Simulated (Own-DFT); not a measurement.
Simulation results for GaN (wurtzite, atoms displaced)

Computed with Own-DFT development build. A calculation, not a measurement: plane-wave PBE density functional theory by an unreviewed code, no spin, of a simulated periodic cell, stress positive in tension, free energy of the whole cell less one offset for each atom, forces on such cells passed a denser k mesh, this cell's mesh not checked; offsets are fitted by least squares, one for each functional and potential file, so energies compare only between cells with the same atoms and settings and are not formation energies; the far tail of each file's local potential was reset to the Coulomb form; each entry is a single point on an unrelaxed cell, so the pressure reflects the starting lattice, mostly measured values (interpolated for alloys), from which strain is counted, and rises with the displacements; printed positions are rounded, which can move forces by about a meV/angstrom; the program, named Own-DFT, is a retired in-house code; no spin-orbit coupling.

GaN (wurtzite, atoms displaced)

```xyz
96
Lattice="12.7560 0.0000 0.0000 -4.7835 8.2853 0.0000 0.0000 0.0000 10.3700" Properties=species:S:1:pos:R:3 GaN
Ga    -0.0109     1.9251    10.3678
Ga     1.6482     0.7942     2.5763
N      0.0066     1.8349     2.0125
N      1.5434     0.8832     4.4832
Ga     0.0563     1.8561     5.1593
Ga     1.5686     0.8617     7.6471
N      0.0188     1.8707     7.2219
N      1.5855     0.9341     9.7145
Ga    -1.6123     4.6155    10.3545
Ga     0.0782     3.7222     2.6248
N     -1.6171     4.5786     1.9128
N      0.0600     3.7598     4.5950
Ga    -1.5420     4.6342     5.1460
Ga    -0.0113     3.7372     7.7985
N     -1.6365     4.6785     7.1210
N     -0.0127     3.6240     9.6952
Ga    -3.1485     7.3603     0.0734
Ga    -1.6679     6.3950     2.6300
N     -3.1342     7.3815     1.9118
N     -1.5603     6.3564     4.4744
Ga    -3.1827     7.4251     5.2759
Ga    -1.5249     6.4242     7.8489
N     -3.2272     7.3495     7.1477
N     -1.6787     6.4255     9.7824
Ga     3.1948     1.9278     0.0139
Ga     4.8466     0.8859     2.6319
N      3.1682     1.8371     2.0126
N      4.7479     0.9198     4.6185
Ga     3.1826     2.0087     5.2250
Ga     4.8290     0.8286     7.7579
N      3.1206     1.8365     7.1354
N      4.8044     1.0221     9.7622
Ga     1.6908     4.6356     0.0270
Ga     3.2572     3.6947     2.5873
N      1.5721     4.6065     2.0931
N      3.2812     3.6708     4.5239
Ga     1.6298     4.6364     5.1783
Ga     3.1341     3.6594     7.8395
N      1.6388     4.6041     7.1120
N      3.1191     3.7079     9.8168
Ga    -0.0929     7.3675    10.3700
Ga     1.5528     6.3172     2.5092
N      0.0321     7.2474     1.8778
N      1.6478     6.5172     4.5509
Ga    -0.0533     7.3388     5.2031
Ga     1.6134     6.3831     7.7424
N     -0.0178     7.3635     7.0938
N      1.6063     6.4930     9.8115
Ga     6.3620     1.8599     0.1471
Ga     7.9268     1.0121     2.6247
N      6.4273     1.7429     1.9225
N      7.9716     1.0200     4.5399
Ga     6.3281     1.7802     5.1923
Ga     7.9575     0.9665     7.7781
N      6.2883     1.8797     7.1251
N      7.9951     0.9066     9.6285
Ga     4.7706     4.5569     0.0316
Ga     6.3142     3.6928     2.5838
N      4.8295     4.6139     1.9436
N      6.3618     3.7383     4.5182
Ga     4.7992     4.5910     5.1906
Ga     6.3819     3.7277     7.7365
N      4.8749     4.5491     7.1137
N      6.3944     3.6936     9.7012
Ga     3.1956     7.3625     0.0138
Ga     4.7981     6.4809     2.5829
N      3.1715     7.4692     2.0022
N      4.7989     6.4104     4.5985
Ga     3.1957     7.4410     5.2441
Ga     4.7250     6.4318     7.6776
N      3.1842     7.3336     7.1297
N      4.7999     6.3850     9.7676
Ga     9.5648     1.7739    10.3067
Ga    11.2059     0.9283     2.6312
N      9.5649     1.8074     1.9732
N     11.1561     0.9167     4.6070
Ga     9.4668     1.9427     5.1731
Ga    11.1300     0.7974     7.8076
N      9.5674     1.7992     7.1509
N     11.2200     0.9313     9.6638
Ga     7.9781     4.5876     0.0903
Ga     9.5047     3.6401     2.5383
N      7.9022     4.7536     1.9640
N      9.5810     3.6626     4.6240
Ga     7.9168     4.6020     5.1369
Ga     9.5568     3.6379     7.8290
N      7.9714     4.6481     7.1694
N      9.5990     3.6418     9.7906
Ga     6.4344     7.3749    10.3277
Ga     8.0081     6.4483     2.6768
N      6.3512     7.4242     1.9673
N      8.0023     6.3775     4.4961
Ga     6.3303     7.3608     5.1125
Ga     7.8470     6.3970     7.7802
N      6.3446     7.3618     7.1730
N      7.9702     6.4596     9.7579
```

Settings of this run: functional PBE, potential files PseudoDojo norm-conserving, scalar-relativistic, standard set with the stringent files for Ga, wave cutoff 96 hartree, occupations Gaussian, smearing width 0.01 eV and k mesh 3 x 4 x 3 centred on Gamma.

Results for GaN (wurtzite, atoms displaced): free energy of cell above offsets -4.362 eV; pressure 7.12 GPa; stress xx -5.53 GPa; stress yy -8.3 GPa; stress zz -7.54 GPa; stress yz -0.01 GPa; stress xz -0.38 GPa; stress xy -0.28 GPa.

Force:
```csv
element,x (eV/Å),y (eV/Å),z (eV/Å)
Ga,0.612,-2.253,0.537
Ga,-0.812,2.523,0.159
N,0.715,0.498,-0.61
N,1.345,0.515,0.969
Ga,-1.282,0.159,1.018
Ga,-0.242,0.862,2.34
N,-0.926,-0.136,-1.568
N,0.547,-0.057,0.255
Ga,0.621,-0.902,0.383
Ga,-2.402,-1.599,0.174
N,0.15,-0.171,0.894
N,-0.152,-1.078,-0.53
Ga,-0.986,-1.184,1.016
Ga,-0.277,-0.858,-0.849
N,0.583,-1.088,0.353
N,0.539,2.936,0.724
Ga,-1.724,1.23,-2.093
Ga,1.339,-0.139,-1.539
N,-0.742,-1.584,1.337
N,-0.666,2.04,1.395
Ga,-0.106,-1.375,-1.32
Ga,-1.753,0.5,-0.526
N,0.341,-1.05,0.429
N,1.502,0.052,-1.034
Ga,-0.88,-2.229,0.224
Ga,-1.277,-0.891,-0.165
N,1.229,0.09,-0.524
N,-0.429,-0.198,-0.965
Ga,-0.267,-3.119,-0.093
Ga,-0.996,1.965,0.872
N,1.25,0.166,0.251
N,-0.488,-1.31,-0.469
Ga,-3.094,0.677,0.694
Ga,-0.646,-0.497,0.263
N,2.192,-2.096,-2.533
N,-1.143,1.78,-0.322
Ga,0.699,0.705,-0.344
Ga,1.176,-0.265,-0.454
N,-0.448,-0.243,0.436
N,1.86,-0.085,-1.279
Ga,0.946,0.655,-0.233
Ga,1.174,4.235,1.818
N,-1.263,1.319,1.509
N,-0.745,-0.606,-0.148
Ga,0.75,-0.043,-1.27
Ga,-0.142,1.064,0.902
N,0.495,-0.974,1.143
N,-0.882,-0.79,-1.418
Ga,0.771,0.013,-4.29
Ga,2.17,-1.707,0.287
N,-1.74,2.219,2.214
N,-0.807,-1.071,0.407
Ga,0.366,1.309,0.204
Ga,-0.534,-0.278,-0.895
N,1.246,-0.551,-0.075
N,-0.776,0.023,2.094
Ga,0.936,0.772,-0.98
Ga,1.421,-0.203,0.359
N,-1.21,0.212,0.135
N,-0.102,-1.64,-0.185
Ga,0.152,0.343,0.226
Ga,0.919,-1.112,1.104
N,-2.71,0.925,0.243
N,-0.148,-0.489,1.011
Ga,0.827,0.633,0.28
Ga,-0.566,0.557,0.207
N,-0.012,-1.672,-0.395
N,-0.965,0.505,-0.782
Ga,0.141,-0.358,-1.593
Ga,1.002,-0.768,1.665
N,-0.728,0.958,0.415
N,-0.374,0.574,-0.802
Ga,0.496,0.056,0.807
Ga,-0.631,0.273,0.219
N,-0.202,0.348,-0.669
N,-0.244,0.694,-0.351
Ga,1.944,-1.835,1.111
Ga,0.728,2.472,-1.038
N,-0.139,0.522,-0.226
N,-0.728,-0.23,1.598
Ga,-0.157,0.562,-1.707
Ga,0.637,0.609,0.663
N,0.415,-2.893,0.38
N,-0.14,1.964,-1.694
Ga,1.277,-0.173,1.065
Ga,0.103,0.619,-0.511
N,0.22,-1.441,-0.961
N,-0.818,0.28,-0.395
Ga,-0.929,0.058,0.891
Ga,-0.648,1.728,-1.834
N,0.956,-0.711,-0.162
N,-0.058,1.481,2.096
Ga,1.23,0.238,0.919
Ga,1.65,0.876,0.851
N,-0.37,-1.116,-1.472
N,0.836,-0.725,-0.239
```
